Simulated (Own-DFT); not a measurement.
# What random displacements cost in zincblende GaP, 96 atoms (Ga48P48)

These are calculations, not measurements. They come from Own-DFT, an in-house plane-wave density functional program, since retired, whose code no person has reviewed. Each row is one single-point run on a periodic cell that was not relaxed, without spin or spin-orbit coupling.

Settings of every run: PBE; PseudoDojo norm-conserving scalar-relativistic files; cutoff 42 hartree; 2 x 3 x 3 k mesh centred on Gamma; Fermi-Dirac smearing of 0.1 eV.

Known limits, some of them of some rows only: some atoms lie very close together; forces on such cells moved up to 12 meV/angstrom on a denser k mesh; forces on such cells passed a denser k mesh, each cell not checked; stress not checked against mesh or cutoff.

Cell vectors in Å: (16.352, 0.000, 0.000); (0.000, 10.901, 0.000); (0.000, 0.000, 10.901). In each run every atom was moved at random and independently from its ideal site; u is the rms move along one axis. E is the free energy for each atom above the fitted value at u = 0, and F the rms of the force components.

```
run   u (Å)  E (meV/atom)  F (eV/Å)  largest force (eV/Å)  P (GPa)
  1  0.0212           7.2     0.306                  1.19     2.74
  2  0.0217           8.0     0.319                  1.15     2.75
  3  0.0469          41.3     0.727                  3.61     3.23
  4  0.0510          49.6     0.784                  2.76     3.40
  5  0.0932         144.1     1.422                  7.92     4.72
  6  0.1014             ?         ?                     ?        ?
  7  0.1054         178.1     1.544                  8.54     5.19
  8  0.1524         472.3     3.381                 22.05     9.54
  9  0.1924         657.4     3.703                 20.84    12.11
```

## Worked fit

For small independent moves the energy grows as E = (3/2) K u², with K the mean stiffness felt by one atom. The runs with u up to 0.11 Å give K = 11.5 ± 0.5 eV/Å², with residuals divided by u² + 0.0006 Å², since the noise grows with the moves. The scatter is 3.7 meV/atom at u = 0.05 Å. The forces follow F = G u with G = 15.0 eV/Å²; no force at u = 0 is resolved. G exceeds K because the moves of its neighbours add to the force on an atom, and stiffness differs between atoms. At u = 0.192 Å the parabola gives 640 meV/atom and the run 657. The pressure follows P = 2.70 + 229 u² GPa: at fixed volume, shortened bonds push harder than stretched ones pull.

## Withheld run

Question: what energy and rms force should run 6 give?

The fit gives 178 ± 15 meV/atom and about 1.52 eV/Å. The calculation gave 178.6 meV/atom and 1.556 eV/Å.
